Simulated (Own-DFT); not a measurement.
# How strain changes the stress of hcp Ru, 36 atoms (Ru36)

These are calculations, not measurements. The program, named Own-DFT, is a retired in-house plane-wave density functional code that no person has reviewed. Each row is one single-point run on a periodic cell that was not relaxed, without spin or spin-orbit coupling.

Settings of every run: PBE; PseudoDojo norm-conserving scalar-relativistic files; cutoff 50 hartree; 5 x 5 x 4 k mesh centred on Gamma; cold (Marzari-Vanderbilt) smearing of 0.2 eV.

Known limits: forces on such cells failed a check on a denser k mesh; stress not checked against mesh or cutoff.

Unstrained cell vectors in Å: (8.118, 0.000, 0.000); (-4.059, 7.030, 0.000); (0.000, 0.000, 8.563). The unstrained cell has measured lattice constants (interpolated for alloys), not those of this functional. That, the random moves and any unrelaxed bonds set the pressure at no strain. Each run strains this cell uniformly, with the atoms carried along. Every atom was also moved at random, by a Gaussian of width 0.05 Å on each axis. Strain is the symmetric tensor, in per cent. Stress is positive in tension, and the pressure is minus a third of its trace.

| run | e_xx (%) | e_yy (%) | e_zz (%) | e_yz (%) | e_xz (%) | e_xy (%) | s_xx (GPa) | s_yy (GPa) | s_zz (GPa) | s_yz (GPa) | s_xz (GPa) | s_xy (GPa) | P (GPa) | E (meV/atom) |
|---|---|---|---|---|---|---|---|---|---|---|---|---|---|---|
| 1 | -1.08 | 0.94 | -0.73 | 0.66 | -1.87 | -0.21 | -14.89 | -5.67 | -14.06 | 2.55 | -7.46 | -0.62 | 11.54 | 31.8 |
| 2 | 1.57 | 0.83 | -1.77 | -0.41 | -1.00 | 1.80 | -0.33 | -3.55 | -14.05 | -1.89 | -3.84 | 6.30 | 5.98 | 9.8 |
| 3 | 0.79 | -1.07 | -1.26 | 1.90 | -1.22 | 0.07 | -8.16 | -16.00 | -18.32 | 8.10 | -5.02 | 0.04 | 14.16 | 42.2 |
| 4 | -0.27 | 1.00 | 0.15 | -0.40 | 1.42 | -0.50 | -6.50 | -1.54 | -5.79 | -0.92 | 5.20 | -2.37 | 4.61 | 0.0 |
| 5 | 1.39 | -1.66 | 0.67 | -0.50 | -0.64 | -1.38 | -1.84 | -14.75 | -3.84 | -1.99 | -2.44 | -5.45 | 6.81 | 22.4 |
| 6 | 1.26 | -1.98 | -0.76 | 0.69 | 1.82 | -0.47 | -6.59 | -18.84 | -15.50 | 2.53 | 7.38 | -1.31 | 13.64 | 38.4 |
| 7 | 1.07 | 0.72 | -1.76 | 0.06 | -1.14 | -1.77 | -3.81 | -5.42 | -16.50 | 0.45 | -4.34 | -6.85 | 8.58 | 25.3 |
| 8 | -1.62 | -1.30 | 1.00 | -0.38 | 1.05 | 1.95 | -19.54 | -18.78 | -6.67 | -1.91 | 4.51 | 9.56 | 15.00 | 45.4 |
| 9 | -0.74 | -1.53 | 1.41 | 1.81 | -1.49 | -0.67 | -13.88 | -16.74 | -3.32 | 6.48 | -5.54 | -3.30 | 11.31 | 41.2 |
| 10 | 0.87 | -1.27 | -0.45 | 1.43 | 1.20 | 1.07 | -6.00 | -14.81 | -12.40 | 5.93 | 4.65 | 4.44 | 11.07 | 22.2 |
| 11 | 1.25 | 0.56 | 1.01 | -1.59 | -1.71 | 1.19 | 1.95 | 0.35 | 1.41 | -5.17 | -6.10 | 4.57 | -1.23 | 4.9 |
| 12 | 0.65 | 1.10 | -1.49 | -0.33 | 1.13 | 0.44 | -4.71 | -3.35 | -14.47 | -1.25 | 4.56 | 1.31 | 7.51 | 16.0 |
| 13 | 0.73 | 0.44 | 0.57 | 0.97 | -0.61 | -1.99 | -1.27 | -3.69 | -1.71 | 3.62 | -2.00 | -7.83 | 2.22 | 7.2 |
| 14 | 0.50 | -0.81 | 1.43 | -0.14 | -1.34 | -2.00 | -4.22 | -10.81 | 0.10 | -0.45 | -4.68 | -8.83 | 4.98 | 31.3 |
| 15 | 1.85 | 1.15 | 0.85 | -0.46 | -1.57 | -1.60 | 5.99 | 3.28 | 2.51 | -1.70 | -5.10 | -5.81 | -3.92 | 13.3 |
| 16 | 1.05 | -0.97 | 0.63 | 0.50 | 0.71 | -1.81 | ? | ? | ? | ? | ? | ? | ? | ? |

E is the free energy for each atom above the lowest run shown.

## Worked fit

Each stress component was fitted by least squares to a constant and the strains of the runs shown, as fractions, with shears doubled. Shear strains stay in the fit of a normal stress only where such slopes are resolved. The slopes, in GPa:

```
stress  at no strain  per e_xx  per e_yy  per e_zz  scatter
  s_xx          -8.4  610 ± 16  209 ± 14  183 ± 15     0.60
  s_yy          -8.5  200 ± 19  617 ± 17  174 ± 18     0.71
  s_zz          -8.3  187 ± 20  202 ± 17  660 ± 18     0.73
```

Each shear stress against twice its own strain: yz 195 ± 10, xz 194 ± 4, xy 199 ± 9 GPa. These are stiffnesses along x, y and z of the frame in which the cell vectors are given, which need not be the crystal's axes. The atoms are held to the strained lattice; where symmetry lets them move under strain, relaxing them would lower some slopes. The table should be nearly symmetric about its diagonal, and what it lacks of that shows the noise. A ninth of its sum, 338 ± 6 GPa, estimates the bulk modulus near the mean pressure of these runs, 7.5 GPa, so it lies above the value at zero pressure.

## Withheld run

Question: what normal stresses and pressure should run 16 give?

The fit gives s_xx = -2.8, s_yy = -11.2, s_zz = -4.2 and P = 6.1 GPa. The calculation gave -2.53, -10.94, -3.62 and P = 5.70 GPa.
